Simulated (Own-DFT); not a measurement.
## Calculated data, Al$_{3}$GaN$_{4}$ (wurtzite random alloy, strained, atoms displaced)

A calculation, not a measurement: plane-wave PBE density functional theory by an unreviewed code, no spin, of a simulated periodic cell, stress positive in tension, free energy of the whole cell less one offset for each atom, forces on such cells passed a denser k mesh, this cell's mesh not checked; offsets are fitted by least squares, one for each functional and potential file, so energies compare only between cells with the same atoms and settings and are not formation energies; the far tail of each file's local potential was reset to the Coulomb form; each entry is a single point on an unrelaxed cell, so the pressure reflects the starting lattice, mostly measured values, from which strain is counted, and rises with the displacements; printed positions are rounded, which can move forces by about a meV/angstrom; the program is a retired in-house code; no spin-orbit coupling. Program: Own-DFT development build.

```xyz
72
Lattice="9.3468 0.0000 0.0000 -4.6734 8.0946 0.0000 0.0000 0.0000 10.0655" Properties=species:S:1:pos:R:3 formula=Al3GaN4 functional=PBE potential_files=PseudoDojo_norm-conserving,scalar-relativistic,standard_set_with_the_stringent_files_for_Ga wave_cutoff=96 occupations=Gaussian smearing_width=0.01 k_mesh=4_x_4_x_3_centred_on_Gamma
Al    -0.0194     1.8359     9.9901
Ga     1.5556     0.8373     2.5897
N     -0.0079     1.8290     1.8861
N      1.5877     0.9514     4.4314
Ga    -0.0136     1.8087     5.0343
Ga     1.5684     1.0060     7.5079
N      0.0211     1.7592     6.9498
N      1.6460     0.8609     9.4721
Ga    -1.5762     4.4526     0.0177
Al     0.0515     3.5638     2.4991
N     -1.5492     4.4226     1.8910
N      0.0399     3.6486     4.3509
Al    -1.5420     4.5429     5.0405
Ga     0.0093     3.5672     7.4765
N     -1.4684     4.4238     7.0545
N     -0.0117     3.5667     9.4571
Al    -3.0770     7.1462     0.0705
Al    -1.5270     6.2829     2.5520
N     -3.1284     7.0353     1.9608
N     -1.5192     6.2769     4.4674
Al    -3.1836     7.1313     5.0420
Al    -1.5900     6.3584     7.5446
N     -3.1167     7.1268     7.0515
N     -1.5444     6.2515     9.3888
Al     3.1438     1.8723    10.0624
Al     4.7037     0.8386     2.4731
N      3.1048     1.8509     1.8993
N      4.6823     0.8577     4.4744
Al     3.0876     1.8711     4.9802
Al     4.6790     0.8909     7.5148
N      3.2151     1.7421     7.0404
N      4.6695     0.8005     9.6065
Al     1.5189     4.4675     9.9990
Al     3.0460     3.6148     2.5740
N      1.6811     4.5090     1.8796
N      3.1076     3.5339     4.4463
Ga     1.5510     4.4781     4.9641
Al     3.0109     3.6756     7.5026
N      1.6249     4.5094     6.9539
N      3.1563     3.5764     9.5071
Al     0.0349     7.2601     9.9605
Al     1.5663     6.2809     2.5777
N     -0.0560     7.2165     1.8840
N      1.5083     6.3447     4.3371
Ga     0.0343     7.2339     4.9910
Al     1.5409     6.3119     7.5488
N     -0.0187     7.2523     6.9814
N      1.6167     6.3019     9.4824
Al     6.1571     1.8444     0.0828
Al     7.7814     0.9049     2.5519
N      6.2409     1.8154     1.9170
N      7.8420     0.8271     4.4112
Ga     6.3193     1.7862     5.0133
Al     7.6902     0.8514     7.5938
N      6.2846     1.7823     6.9119
N      7.8346     0.9639     9.4418
Al     4.6754     4.4083     0.0368
Al     6.2447     3.5927     2.4382
N      4.6978     4.6374     1.9092
N      6.3312     3.6307     4.4321
Al     4.6845     4.5266     5.0190
Al     6.2637     3.6036     7.5125
N      4.5955     4.5444     6.9502
N      6.2195     3.5980     9.4800
Al     3.1095     7.1556     0.0020
Ga     4.6008     6.3264     2.4918
N      3.1237     7.1574     1.9438
N      4.5986     6.2561     4.3927
Al     3.1222     7.1934     5.0577
Al     4.7307     6.3124     7.5513
N      3.1340     7.1971     6.9057
N      4.6981     6.3124     9.4595
```

Units: wave_cutoff in hartree; smearing_width in eV.

## Withheld values
1. What stress zz does the calculation give for Al$_{3}$GaN$_{4}$ (wurtzite random alloy, strained, atoms displaced)?
2. What stress xx does the calculation give for Al$_{3}$GaN$_{4}$ (wurtzite random alloy, strained, atoms displaced)?

Calculated values
1. -6.12 GPa
2. -9.87 GPa

Further results for Al$_{3}$GaN$_{4}$ (wurtzite random alloy, strained, atoms displaced):

```
free energy of cell above offsets : -21.606 eV
pressure                          : 8.88 GPa
stress yy                         : -10.65 GPa
stress yz                         : 0.72 GPa
stress xz                         : -1.35 GPa
stress xy                         : 0.76 GPa
```

Force:
```tsv
element	x (eV/Å)	y (eV/Å)	z (eV/Å)
Al	1.631	-1.514	1.26
Ga	0.108	0.319	-2.475
N	-0.42	-0.958	0.01
N	-0.071	-1.779	1.804
Ga	0.324	0.312	-0.137
Ga	1.024	-2.505	1.792
N	-2.124	0.006	-0.494
N	-1.065	0.739	0.744
Ga	0.612	1.036	-0.666
Al	-0.106	0.771	-1.027
N	0.895	1.015	1.587
N	-1.818	-0.606	0.627
Al	0.811	-0.85	0.621
Ga	1.639	-0.516	1.715
N	-3.207	2.762	-2.763
N	1.188	0.455	-0.296
Al	-0.105	0.423	-1.205
Al	-0.229	-0.902	-0.484
N	1.685	2.019	-0.427
N	-1.665	0.379	-0.418
Al	0.963	0.733	0.377
Al	1.425	-1.529	0.455
N	-0.081	1.367	-3.123
N	0.384	1.103	1.198
Al	-0.75	-2.263	0.48
Al	-1.041	1.506	0.596
N	1.024	-0.434	0.666
N	-0.548	2.947	-1.919
Al	1.558	-2.963	1.724
Al	1.421	0.303	1.383
N	-1.425	2.98	-2.348
N	0.497	5.189	-2.55
Al	1.089	0.389	1.099
Al	2.498	-0.635	-1.134
N	-2.836	0.603	-0.006
N	1.244	2.206	-0.63
Ga	0.588	1.341	0.982
Al	4.18	-2.531	1.909
N	-2.62	1.632	-1.016
N	-1.164	1.086	-1.697
Al	-0.796	-4.83	1.972
Al	-0.439	0.262	-3.194
N	1.102	-1.336	-0.04
N	2.184	-0.755	2.13
Ga	-0.959	-0.917	1.626
Al	0.392	0.197	0.146
N	0.62	-1.515	0.091
N	-1.288	-0.497	-1.045
Al	1.36	-1.131	-1.542
Al	0.671	-0.228	-1.385
N	-0.232	-0.557	0.798
N	-0.221	0.081	-0.47
Ga	-1.131	0.28	-0.203
Al	1.931	0.223	-0.136
N	-1.128	0.542	1.294
N	-1.998	-1.246	0.568
Al	-0.118	2.522	-0.32
Al	-0.586	0.992	1.305
N	-0.257	-4.954	-0.18
N	-1.494	0.272	-0.547
Al	0.132	-1.146	0.319
Al	-0.948	-0.109	0.625
N	1.393	-0.833	-0.595
N	-1.124	-1.156	-0.933
Al	1.412	1.039	0.301
Ga	1.144	-0.003	0.868
N	-2.744	2.45	-1.198
N	0.721	0.691	1.715
Al	-0.516	-0.649	-0.501
Al	-1.758	-0.428	1.251
N	-0.521	-0.195	0.734
N	-0.317	-0.706	0.331
```
